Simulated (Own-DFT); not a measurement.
# What a defect does to the pressure of its cell: zincblende GaAs

Source: density functional calculations with Own-DFT, an unreviewed in-house program that is no longer used. Nothing was measured or relaxed, and spin and spin-orbit coupling are left out.

Method: PBE; PseudoDojo norm-conserving scalar-relativistic files; cutoff 42 hartree; 3 x 3 x 3 k mesh centred on Gamma; Fermi-Dirac smearing of 0.1 eV.

Caveats (not all hold for every row): not probed for a lower state with spin; forces not confirmed at this smearing and k mesh; stress not checked against mesh or cutoff.

All runs share one cell, with vectors in Å (11.737, 0.000, 0.000); (0.000, 11.737, 0.000); (0.000, 0.000, 10.919) and a volume of 1504.3 Å³, strained against the parent crystal. The atoms are randomly displaced, by u rms on each axis. The defect's site can differ from row to row.

```
                             cell     formula   u (Å)  P (GPa)
                        no defect    As32Ga32  0.0284     0.75
                        no defect    As32Ga32  0.0480     1.03
                        no defect    As32Ga32  0.0518     1.10
              one In on a Ga site  As32Ga31In  0.0287     1.33
              one In on a Ga site  As32Ga31In  0.0307     1.40
              one In on a Ga site  As32Ga31In  0.0483        ?
              one In on a Ga site  As32Ga31In  0.0512     1.75
one As vacancy and one Ga vacancy    As31Ga31  0.0296     0.48
one As vacancy and one Ga vacancy    As31Ga31  0.0472     0.82
one As vacancy and one Ga vacancy    As31Ga31  0.0546     0.74
              one P on an As site   As31Ga32P  0.0301     0.50
              one P on an As site   As31Ga32P  0.0304     0.54
              one P on an As site   As31Ga32P  0.0462     0.75
              one Al on a Ga site  AlAs32Ga31  0.0300     0.73
              one Al on a Ga site  AlAs32Ga31  0.0504     1.03
              one Al on a Ga site  AlAs32Ga31  0.0519     1.08
```

## Fit

P = P0 + c u² + a shift for each defect gives P0 = 0.61 GPa, c = 183 ± 19 GPa/Å² and a scatter of 0.06 GPa. The shifts, and each times the cell's volume:

- one In on a Ga site: 0.62 ± 0.05 GPa, 5.8 eV
- one Al on a Ga site: -0.03 ± 0.05 GPa, -0.3 eV (not resolved)
- one P on an As site: -0.25 ± 0.05 GPa, -2.3 eV
- one As vacancy and one Ga vacancy: -0.30 ± 0.05 GPa, -2.8 eV

Positive is outwards. The product with the volume (160.2 GPa Å³ to the eV) is nearly free of the cell's size; divided by the bulk modulus at the cell's pressure it gives the volume that the defect adds. The atoms around the defects weren't relaxed, which would change these numbers.

## Test on the hidden row

The question: what pressure belongs in the blank (one In on a Ga site, u = 0.0483 Å)?

The fitted form gives 1.65 ± 0.07 GPa. Computed: 1.60 GPa.
